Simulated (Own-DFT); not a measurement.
# Misfit strain and the stress it brings: diamond-structure GeSn with randomly placed atoms, 64 atoms (Ge56Sn8)

Source: density functional calculations with Own-DFT, an unreviewed in-house program that is no longer used. Nothing was measured or relaxed, and spin and spin-orbit coupling are left out.

Method: PBE; PseudoDojo norm-conserving scalar-relativistic files; cutoff 49 hartree; 3 x 3 x 3 k mesh centred on Gamma; Fermi-Dirac smearing of 0.1 eV.

Caveats: forces on such cells moved up to 12 meV/angstrom on a denser k mesh; stress not checked against mesh or cutoff.

Unstrained cell vectors in Å: (11.524, 0.000, 0.000); (0.000, 11.524, 0.000); (0.000, 0.000, 11.524). The unstrained cell has measured lattice constants (interpolated for alloys), not those of this functional. That, the random moves and any unrelaxed bonds set the pressure at no strain. Each run strains x and y alike by e, as a substrate would, and holds the height along z. Each atom got a random Gaussian move of width 0.05 Å along each axis. The random placing of the alloy's atoms differs from row to row. Stress is positive in tension.

```
e (%)  u (Å)  (s_xx + s_yy)/2 (GPa)  s_zz (GPa)
-2.00  0.059                  -8.90       -7.76
-1.75  0.052                  -8.12       -7.19
-1.50  0.052                  -7.94       -6.96
-0.75  0.048                      ?           ?
-0.25  0.050                  -5.45       -5.23
 1.25  0.053                  -3.20       -3.68
 1.50  0.054                  -3.08       -3.87
 2.25  0.051                  -1.88       -2.87
 2.50  0.051                  -1.46       -2.85
 2.75  0.049                  -1.09       -2.34
```

## Analysis

With e as a fraction, the in-plane stress is -5.2 + 165 e - 696 e² GPa (errors 3 and 267, scatter 0.15), and s_zz is -5.1 + 113 e - 713 e² GPa (slope ± 4, scatter 0.19). At e = 0 the first slope is C11 + C12 and the second 2 C12, both with the ions held to the strained lattice and at the cell's own pressure. A free layer would change its height as e changes, and the in-plane slope would drop by 2 C12²/C11 to the biaxial modulus. At fixed height, a misfit of 1 % moves the in-plane stress by about 1.7 GPa and s_zz by 1.1 GPa.

## Withheld run

Asked: what are the two stresses at e = -0.75 %?

Estimate: -6.5 and -6.0 GPa. The run itself gave -6.36 and -5.95 GPa.
